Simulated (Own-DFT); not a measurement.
# A pressure from energies alone: alpha-quartz SiO2, 70 atoms (O46Si24), with two O vacancies

These are calculations. Each geometry was run twice at fixed positions with Own-DFT, a retired in-house plane-wave program that no person has reviewed: with PBE, and with HSE06 (exact exchange share 0.25 at short range, screening 0.11 per bohr, Gygi-Baldereschi treatment of its divergence). Both used PseudoDojo norm-conserving files made for PBE, a cutoff of 48 hartree, the Gamma point alone, fixed occupations, a neutral cell and no spin. One k point on a cell 8.5 Å thick isn't converged, and results move with the size of the cell. The oxygen file's force components were 24 meV/Å off all-electron values in a glass.

Unstrained cell vectors in Å: (9.827, 0.000, 0.000); (-4.913, 8.510, 0.000); (0.000, 0.000, 10.810), volume V0 = 904.1 Å³, from measured lattice constants. Each geometry has its own random strain of a few per cent, its own defect sites and random moves of rms u per axis. HSE06 gave the energy alone. D is its energy less that of PBE, over the lowest D shown. The PBE stress wasn't checked against mesh or cutoff.

```
run  V - V0 (Å³)   u (Å)  P with PBE (GPa)  D (eV)
  1        -42.3  0.0314             17.64   0.000
  2        -12.0  0.0284             10.49   0.664
  3         -7.0  0.0315              9.05   0.849
  4         -9.8  0.0291              8.89   0.796
  5         28.3  0.0301              1.78   1.754
  6          0.4  0.0297              7.10   1.010
  7          6.5  0.0321              5.94   1.181
  8        -33.3  0.0311             16.49   0.089
  9        -11.1  0.0288              9.19   0.763
 10         -9.3  0.0301              9.51   0.769
 11         -9.8  0.0307             10.07   0.677
 12        -19.3  0.0296             11.30   0.604
 13          3.0  0.0300              6.14   1.099
 14          5.6  0.0288              6.29       ?
```

## Worked fit

D = 1.01 + 0.0254 (V - V0) eV, with an error of 0.0008 on the volume slope and a scatter of 0.05 eV. Pressure is -dE/dV, and 1 eV/Å³ is 160.2 GPa, so HSE06 changes the pressure by -4.1 ± 0.1 GPa. Turning this into a change of volume would need the relaxed stiffness: quartz yields by tilting its tetrahedra, which these fixed-ion runs don't allow.

## Withheld run

Q: what D should run 14 give?

The fit gives 1.16 eV, with rows scattering by 0.05. The calculation gave 1.130 eV.
